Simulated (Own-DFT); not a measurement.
# What random displacements cost in 6H (3C twinned every three layers) SiC, 48 atoms (C24Si24)

These are calculations, not measurements. They come from Own-DFT, an in-house plane-wave density functional program, since retired, whose code no person has reviewed. Each row is one single-point run on a periodic cell that was not relaxed, without spin or spin-orbit coupling.

Settings of every run: PBE; PseudoDojo norm-conserving scalar-relativistic files; cutoff 42 hartree; 5 x 5 x 2 k mesh centred on Gamma; Fermi-Dirac smearing of 0.1 eV.

Known limits, some of them of some rows only: some atoms lie very close together; forces on such cells passed a denser k mesh, each cell not checked; stress not checked against mesh or cutoff.

Cell vectors in Å: (4.360, -4.360, 0.000); (0.000, 4.360, -4.360); (8.719, 8.719, 8.719). In each run every atom was moved at random and independently from its ideal site; u is the rms move along one axis. E is the free energy for each atom above the fitted value at u = 0, and F the rms of the force components.

```
run,u (Å),E (meV/atom),F (eV/Å),largest force (eV/Å),P (GPa)
1,0.0285,30.6,0.827,2.58,3.61
2,0.0299,?,?,?,?
3,0.0315,38.6,0.930,2.91,3.85
4,0.0538,107.7,1.623,6.18,5.51
5,0.0587,126.5,1.680,6.22,6.06
6,0.0608,135.3,1.716,6.34,5.85
7,0.0958,344.0,3.350,16.55,11.50
8,0.1070,455.7,3.968,15.34,14.11
9,0.1169,505.4,3.375,11.48,15.21
```

## Worked fit

For small independent moves the energy grows as E = (3/2) K u², with K the mean stiffness felt by one atom. The runs with u up to 0.11 Å give K = 25.2 ± 0.5 eV/Å², with residuals divided by u² + 0.0006 Å², since the noise grows with the moves. The scatter is 3.5 meV/atom at u = 0.05 Å. The forces follow F = G u with G = 31.3 eV/Å²; no force at u = 0 is resolved. G exceeds K because the moves of its neighbours add to the force on an atom, and stiffness differs between atoms. The pressure follows P = 2.68 + 979 u² GPa: at fixed volume, shortened bonds push harder than stretched ones pull.

## Withheld run

Question: what energy and rms force should run 2 give?

The fit gives 34 ± 2 meV/atom and about 0.93 eV/Å. The calculation gave 31.9 meV/atom and 0.827 eV/Å.
